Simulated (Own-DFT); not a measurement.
# What a defect does to the pressure of its cell: L1_0 TiAl

The numbers are computed, not measured, by runs of the plane-wave DFT program Own-DFT (in-house, retired, unreviewed) at fixed positions, with no spin and no spin-orbit coupling.

Method: PBE; PseudoDojo norm-conserving scalar-relativistic files; cutoff 42 hartree; 4 x 4 x 4 k mesh centred on Gamma; cold (Marzari-Vanderbilt) smearing of 0.2 eV.

Keep in mind: forces on such cells failed a check on a denser k mesh; stress not checked against mesh or cutoff.

All runs share one cell, with vectors in Å (5.622, 5.622, 0.000); (-5.622, 5.622, 0.000); (0.000, 0.000, 8.133) and a volume of 514.0 Å³. The atoms are randomly displaced, by u rms on each axis. The defect's site can differ from row to row.

| cell | formula | u (Å) | P (GPa) |
|---|---|---|---|
| no defect | Al16Ti16 | 0.0210 | 1.19 |
| no defect | Al16Ti16 | 0.0492 | 1.69 |
| no defect | Al16Ti16 | 0.0546 | 1.92 |
| one Ti vacancy | Al16Ti15 | 0.0288 | 0.50 |
| one Ti vacancy | Al16Ti15 | 0.0292 | 0.55 |
| one Ti vacancy | Al16Ti15 | 0.0313 | 0.64 |
| two Al vacancies | Al14Ti16 | 0.0300 | -0.66 |
| two Al vacancies | Al14Ti16 | 0.0337 | -0.53 |
| two Al vacancies | Al14Ti16 | 0.0504 | ? |
| two Al vacancies | Al14Ti16 | 0.0507 | -0.31 |

## Worked fit

P = P0 + c u² + a shift for each defect gives P0 = 1.11 GPa, c = 252 ± 27 GPa/Å² and a scatter of 0.06 GPa. The shifts, and each times the cell's volume:

- one Ti vacancy: -0.77 ± 0.06 GPa, -2.5 eV
- two Al vacancies: -2.00 ± 0.05 GPa, -6.4 eV (-3.2 eV for each of its 2 sites)

A positive shift means that the defect pushes the cell outwards. Shift times volume (160.2 GPa Å³ is 1 eV) depends little on the cell's size, so, taken for each site, it can be compared between cells at like pressure. The atoms around the defects weren't relaxed, which would change these numbers.

## Withheld run

Asked: what pressure belongs in the blank (two Al vacancies, u = 0.0504 Å)?

The fitted form gives -0.25 ± 0.08 GPa. The calculation gave -0.06 GPa.
